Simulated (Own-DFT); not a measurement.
# Strain and stress in diamond silicon, 64 atoms (Si64)

These are calculations, not measurements. The program, named Own-DFT, is a retired in-house plane-wave density functional code that no person has reviewed. Each row is one single-point run on a periodic cell that was not relaxed, without spin or spin-orbit coupling.

Settings of every run: PBE; PseudoDojo norm-conserving scalar-relativistic files; cutoff 20 hartree; 3 x 3 x 3 k mesh centred on Gamma; Fermi-Dirac smearing of 0.1 eV.

Known limits: k mesh not checked against a denser one; stress not checked against mesh or cutoff.

Unstrained cell vectors in Å: (10.862, 0.000, 0.000); (0.000, 10.862, 0.000); (0.000, 0.000, 10.862). The unstrained cell has measured lattice constants (interpolated for alloys), not those of this functional. That, the random moves and any unrelaxed bonds set the pressure at no strain. Each run strains this cell uniformly, with the atoms carried along. Every atom was also moved at random, by a Gaussian of width 0.05 Å on each axis. Strain is the symmetric tensor, in per cent. Stress is positive in tension, and the pressure is minus a third of its trace.

| run | e_xx (%) | e_yy (%) | e_zz (%) | e_yz (%) | e_xz (%) | e_xy (%) | s_xx (GPa) | s_yy (GPa) | s_zz (GPa) | s_yz (GPa) | s_xz (GPa) | s_xy (GPa) | P (GPa) | E (meV/atom) |
|---|---|---|---|---|---|---|---|---|---|---|---|---|---|---|
| 1 | -0.12 | 1.69 | -0.29 | 0.67 | 1.64 | 0.15 | -1.74 | 0.08 | -1.82 | 0.74 | 2.16 | 0.32 | 1.16 | 0.0 |
| 2 | -0.65 | 1.68 | -0.45 | -1.47 | 0.15 | 0.17 | -2.89 | -0.79 | -2.69 | -2.95 | 0.12 | 0.79 | 2.12 | 16.0 |
| 3 | -1.99 | 2.00 | -0.64 | 0.12 | 0.36 | 0.82 | -4.96 | -1.31 | -3.79 | -0.21 | 1.20 | 2.68 | 3.35 | 24.4 |
| 4 | -0.96 | -0.18 | 1.04 | 1.99 | 0.20 | 1.85 | -3.66 | -2.91 | -2.02 | 3.96 | -0.20 | 4.48 | 2.86 | 17.7 |
| 5 | -0.61 | 0.19 | 1.24 | -0.56 | -1.54 | -1.21 | -2.76 | -2.04 | -1.02 | -0.93 | -3.47 | -2.88 | 1.94 | 8.9 |
| 6 | -0.99 | 0.31 | 0.52 | 1.98 | 0.76 | 1.25 | -3.92 | -2.70 | -2.47 | 4.42 | 1.44 | 2.58 | 3.03 | 25.1 |
| 7 | 0.93 | -0.53 | -0.47 | 1.24 | 1.69 | -0.40 | -1.89 | -3.18 | -3.19 | 1.63 | 3.94 | -1.93 | 2.75 | 19.5 |
| 8 | -0.09 | -1.85 | -1.56 | -0.53 | 0.99 | -0.91 | -5.53 | -6.96 | -6.79 | -1.10 | 3.29 | -2.20 | 6.43 | 37.6 |
| 9 | -0.94 | -1.13 | -0.39 | 0.72 | -1.53 | -0.24 | -5.28 | -5.48 | -4.75 | 0.96 | -3.12 | -1.30 | 5.17 | 23.5 |
| 10 | 0.99 | -0.63 | -1.81 | -1.13 | 1.39 | 1.87 | -2.86 | -4.54 | -5.57 | -3.20 | 3.33 | 3.89 | 4.32 | 30.6 |
| 11 | -0.25 | -1.61 | 1.25 | -1.04 | 0.49 | 1.68 | -3.38 | -4.60 | -1.95 | -1.81 | 1.58 | 3.93 | 3.31 | 19.9 |
| 12 | -0.24 | -1.71 | 1.16 | 0.40 | -1.40 | -0.74 | -3.55 | -4.59 | -2.16 | 0.35 | -2.95 | -1.54 | 3.43 | 14.5 |
| 13 | 0.94 | 1.87 | 1.36 | -0.91 | 0.52 | 1.28 | 0.46 | 1.18 | 0.62 | -1.79 | 0.59 | 3.15 | -0.75 | 30.3 |
| 14 | 1.65 | 1.17 | 1.24 | -0.33 | -0.90 | -0.72 | 1.28 | 0.94 | 0.94 | -0.89 | -2.26 | -1.63 | -1.05 | 4.1 |
| 15 | 0.19 | 1.79 | -1.70 | 0.97 | -0.23 | 1.29 | -2.54 | -1.06 | -4.19 | 3.00 | -0.95 | 3.13 | 2.60 | 27.3 |
| 16 | -1.92 | 0.38 | 0.56 | -1.97 | 0.51 | -0.69 | -5.09 | -3.06 | -2.86 | -3.90 | 1.92 | -1.16 | 3.67 | 19.4 |
| 17 | -0.20 | -1.76 | -0.42 | 0.33 | 0.53 | 1.60 | -4.62 | -5.83 | -4.82 | 0.13 | 2.01 | 3.99 | 5.09 | 20.5 |
| 18 | 1.55 | 0.77 | 1.15 | 1.95 | 0.60 | -0.95 | ? | ? | ? | ? | ? | ? | ? | ? |

E is the free energy for each atom above the lowest run shown.

## Worked fit

Each stress component was fitted by least squares to a constant and the strains of the runs shown, as fractions, with shears doubled. Shear strains stay in the fit of a normal stress only where such slopes are resolved. The slopes, in GPa:

```
stress  at no strain  per e_xx  per e_yy  per e_zz  scatter
  s_xx          -2.8   152 ± 4    68 ± 3    66 ± 4     0.17
  s_yy          -2.8    60 ± 6   156 ± 4    67 ± 5     0.22
  s_zz          -2.8    59 ± 5    66 ± 4   157 ± 5     0.21
```

Each shear stress against twice its own strain: yz 100 ± 6, xz 110 ± 6, xy 122 ± 5 GPa. These are stiffnesses along x, y and z of the frame in which the cell vectors are given, which need not be the crystal's axes. The atoms are held to the strained lattice; where symmetry lets them move under strain, relaxing them would lower some slopes. The table should be nearly symmetric about its diagonal, and what it lacks of that shows the noise. A ninth of its sum, 95 ± 2 GPa, estimates the bulk modulus near the mean pressure of these runs, 2.9 GPa, so it lies above the value at zero pressure.

## Withheld run

Question: what normal stresses and pressure should run 18 give?

The fit gives s_xx = 0.8, s_yy = 0.1, s_zz = 0.4 and P = -0.4 GPa. The calculation gave 0.89, 0.06, 0.35 and P = -0.43 GPa.
